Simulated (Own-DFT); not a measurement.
## Calculated data, Si₇Ge (layered order of Si and Ge on the diamond lattice, atoms displaced)

All values are calculated (Own-DFT development build). A calculation, not a measurement: plane-wave density functional theory by an unreviewed code, no spin, of a simulated periodic cell, stress positive in tension, run twice, with PBE and with PBEsol, both on files made for PBE, so the change isn't that of files made for PBEsol, forces on such cells passed a denser k mesh, this cell's mesh not checked; the far tail of each file's local potential was reset to the Coulomb form; each entry is a single point on an unrelaxed cell, so the pressure reflects the starting lattice, mostly measured values (interpolated for alloys), from which strain is counted, and rises with the displacements; printed positions are rounded, which can move forces by about a meV/angstrom; the program, named Own-DFT, is a retired in-house code; no spin-orbit coupling; stress was not checked against mesh or cutoff.

## Si₇Ge (layered order of Si and Ge on the diamond lattice, atoms displaced)

```
cell vectors (Å)
  10.9187     0.0000     0.0000
   0.0000    10.9187     0.0000
   0.0000     0.0000    10.9187
atoms (fractions of the cell vectors)
Ge  0.00050  0.00016  0.99979
Si  0.00053  0.25103  0.24772
Si  0.25073  0.99832  0.24596
Ge  0.24801  0.25063  0.00332
Si  0.12546  0.12542  0.12848
Si  0.12918  0.37548  0.37468
Si  0.37930  0.12536  0.37456
Si  0.36867  0.37131  0.12771
Si  0.00275  0.00599  0.50070
Si  0.00097  0.24812  0.75155
Si  0.25471  0.00192  0.74835
Si  0.25114  0.24454  0.50368
Si  0.12404  0.12928  0.62621
Si  0.12470  0.37479  0.87439
Si  0.37064  0.13257  0.87324
Si  0.37221  0.37032  0.62531
Ge  0.00125  0.49812  0.99883
Si  0.00027  0.74964  0.25431
Si  0.25304  0.50027  0.25049
Ge  0.24464  0.75394  0.00037
Si  0.12770  0.62378  0.12706
Si  0.12510  0.87074  0.37744
Si  0.38189  0.62417  0.37810
Si  0.37624  0.87663  0.12374
Si  0.00310  0.50494  0.49652
Si  0.00347  0.74887  0.74899
Si  0.25204  0.50272  0.75187
Si  0.24912  0.75001  0.50729
Si  0.12371  0.61994  0.62270
Si  0.12207  0.87374  0.87516
Si  0.37963  0.62470  0.87786
Si  0.37342  0.87532  0.62555
Ge  0.49837  0.00020  0.00002
Si  0.50341  0.24922  0.25695
Si  0.75105  0.00029  0.24679
Ge  0.74888  0.25042  0.00227
Si  0.62337  0.12594  0.12382
Si  0.62169  0.37647  0.37491
Si  0.87161  0.12751  0.36949
Si  0.87240  0.37168  0.12291
Si  0.49691  0.99833  0.49904
Si  0.49805  0.24791  0.74953
Si  0.74909  0.00101  0.75334
Si  0.75006  0.25641  0.49493
Si  0.62904  0.11899  0.62247
Si  0.62365  0.38015  0.87628
Si  0.87350  0.12868  0.87614
Si  0.87468  0.37263  0.62429
Ge  0.50191  0.50433  0.99704
Si  0.49536  0.75106  0.24637
Si  0.74996  0.49851  0.24865
Ge  0.75035  0.75221  0.00281
Si  0.62289  0.62152  0.12104
Si  0.62701  0.86880  0.37559
Si  0.87414  0.62932  0.37288
Si  0.87893  0.87855  0.12644
Si  0.49744  0.50211  0.50178
Si  0.50033  0.75342  0.75010
Si  0.74985  0.49751  0.74950
Si  0.75029  0.74905  0.49704
Si  0.62440  0.62585  0.62308
Si  0.62583  0.87006  0.87878
Si  0.87417  0.62618  0.87725
Si  0.87094  0.88016  0.62398
```

| Quantity | Value |
| --- | --- |
| functional | PBE, then PBEsol |
| potential files | PseudoDojo norm-conserving, scalar-relativistic, standard set |
| wave cutoff | 42 hartree |
| occupations | Fermi-Dirac |
| smearing width | 0.1 eV |
| k mesh | 3 x 3 x 3 centred on Gamma |
| PBE pressure | 2.23 GPa |
| PBE stress xx | -2.23 GPa |
| PBE stress yy | -2.21 GPa |
| PBE stress zz | -2.26 GPa |
| PBE stress yz | -0.17 GPa |
| PBE stress xz | -0.34 GPa |
| PBE stress xy | -0.08 GPa |
| PBEsol pressure | 0.72 GPa |
| PBEsol stress xx | -0.72 GPa |
| PBEsol stress yy | -0.7 GPa |
| PBEsol stress zz | -0.75 GPa |
| PBEsol stress yz | -0.18 GPa |
| PBEsol stress xz | -0.34 GPa |
| PBEsol stress xy | -0.08 GPa |
| rms change of force components from PBE to PBEsol | 0.032 eV/Å |

Force:
```
force element  PBE force x (eV/Å)  PBE force y (eV/Å)  PBE force z (eV/Å)  PBEsol force x (eV/Å)  PBEsol force y (eV/Å)  PBEsol force z (eV/Å)
           Ge               0.031               0.445              -0.085                   0.03                  0.436                 -0.083
           Si              -0.055               0.183               0.342                 -0.051                   0.19                  0.334
           Si               0.043               0.042               0.869                  0.042                  0.039                  0.859
           Ge              -0.393                -0.1              -0.352                 -0.386                 -0.098                 -0.345
           Si              -0.172              -0.237               0.079                 -0.169                 -0.231                 -0.018
           Si              -0.217              -0.224               0.117                  -0.21                  -0.23                  0.117
           Si              -0.778              -0.444               0.062                 -0.778                 -0.438                  0.053
           Si               1.469               0.534               0.404                  1.441                  0.501                  0.308
           Si              -0.597              -0.371              -0.401                 -0.587                 -0.362                 -0.402
           Si              -0.287               0.464               -0.08                 -0.285                   0.46                  -0.07
           Si              -0.922               -0.01                0.38                 -0.912                 -0.011                  0.381
           Si              -0.039               0.532              -0.773                 -0.037                  0.517                  -0.77
           Si               0.248              -0.747               0.243                  0.244                 -0.739                  0.252
           Si               0.258               0.086              -0.543                  0.255                  0.087                 -0.441
           Si               0.446              -0.849              -0.048                  0.422                 -0.827                  0.053
           Si               0.231               0.637                0.15                  0.224                  0.631                  0.149
           Ge              -0.284               0.238               0.344                 -0.278                  0.232                  0.337
           Si               0.181               0.092              -0.756                  0.182                  0.091                 -0.761
           Si               0.023               0.231               0.393                  0.026                   0.24                  0.389
           Ge               0.814              -0.536               0.043                  0.796                 -0.523                  0.044
           Si               -0.44               0.033               0.504                 -0.436                  0.037                  0.401
           Si               0.273               0.735               0.121                  0.272                  0.727                   0.12
           Si              -1.135               0.568              -0.325                 -1.124                   0.57                 -0.321
           Si              -0.501              -0.139               0.308                  -0.49                 -0.132                  0.196
           Si              -0.724              -0.919              -0.117                 -0.726                 -0.909                 -0.127
           Si              -0.817               0.041              -0.286                 -0.806                  0.039                 -0.287
           Si              -0.021               -0.46              -0.109                 -0.015                 -0.446                 -0.099
           Si               0.206              -0.449              -0.769                  0.204                 -0.449                 -0.758
           Si               0.402               0.584               0.693                  0.396                  0.568                  0.689
           Si               0.401               0.599              -1.071                  0.401                  0.598                 -0.958
           Si               -0.94               0.908              -0.951                 -0.914                  0.886                 -0.839
           Si               0.328               0.105               0.082                  0.328                  0.101                   0.08
           Ge               -0.01               0.385              -0.585                 -0.009                  0.375                 -0.571
           Si              -0.438               0.146              -1.098                 -0.427                  0.147                 -1.096
           Si               -0.47              -0.162               0.305                 -0.474                 -0.162                  0.295
           Ge               -0.48               0.121              -0.538                 -0.469                  0.119                 -0.525
           Si              -0.015              -0.216               0.828                 -0.017                 -0.212                  0.717
           Si               0.287               0.648               0.246                  0.279                  0.654                  0.242
           Si               0.497               -0.01                0.47                  0.486                 -0.014                  0.463
           Si               0.612                0.57               0.781                  0.595                  0.553                  0.669
           Si               0.663              -0.343              -0.042                  0.653                 -0.342                 -0.043
           Si               0.838               0.271              -0.194                  0.844                  0.266                 -0.192
           Si              -0.001              -0.265               0.174                 -0.003                 -0.263                  0.194
           Si              -0.137              -0.857               0.387                 -0.138                 -0.845                  0.381
           Si              -0.476               0.817               -0.04                 -0.463                  0.807                 -0.048
           Si               0.088              -0.936              -0.897                  0.074                  -0.92                 -0.787
           Si               0.132              -0.446              -0.451                  0.124                 -0.436                 -0.346
           Si               0.491               0.484              -0.115                  0.495                  0.477                 -0.112
           Ge              -0.742              -1.225               0.783                 -0.722                 -1.195                  0.763
           Si               0.816              -0.389               0.267                  0.807                 -0.383                  0.251
           Si              -0.104               0.142               0.031                 -0.099                   0.14                   0.03
           Ge               0.365              -0.369               0.347                  0.355                  -0.36                   0.34
           Si               0.404               0.744               1.311                  0.391                  0.729                  1.196
           Si              -0.537               0.803              -0.612                 -0.533                  0.795                 -0.609
           Si              -0.062              -0.727               0.078                  -0.07                 -0.724                  0.074
           Si              -0.171              -0.496               0.552                 -0.156                 -0.489                  0.446
           Si               0.339               -0.74               0.306                  0.334                 -0.741                  0.315
           Si               0.031              -0.438              -0.051                  0.029                  -0.43                  -0.05
           Si               0.109               0.493              -0.046                  0.112                   0.49                 -0.042
           Si               0.103                0.06               0.649                  0.109                  0.056                  0.651
           Si               0.158              -0.034               0.354                  0.156                 -0.031                  0.354
           Si              -0.199               0.886              -0.852                 -0.186                  0.867                 -0.737
           Si               0.167              -0.075              -0.876                   0.16                 -0.072                  -0.77
           Si                0.71              -0.416               0.066                  0.699                 -0.411                  0.063
```
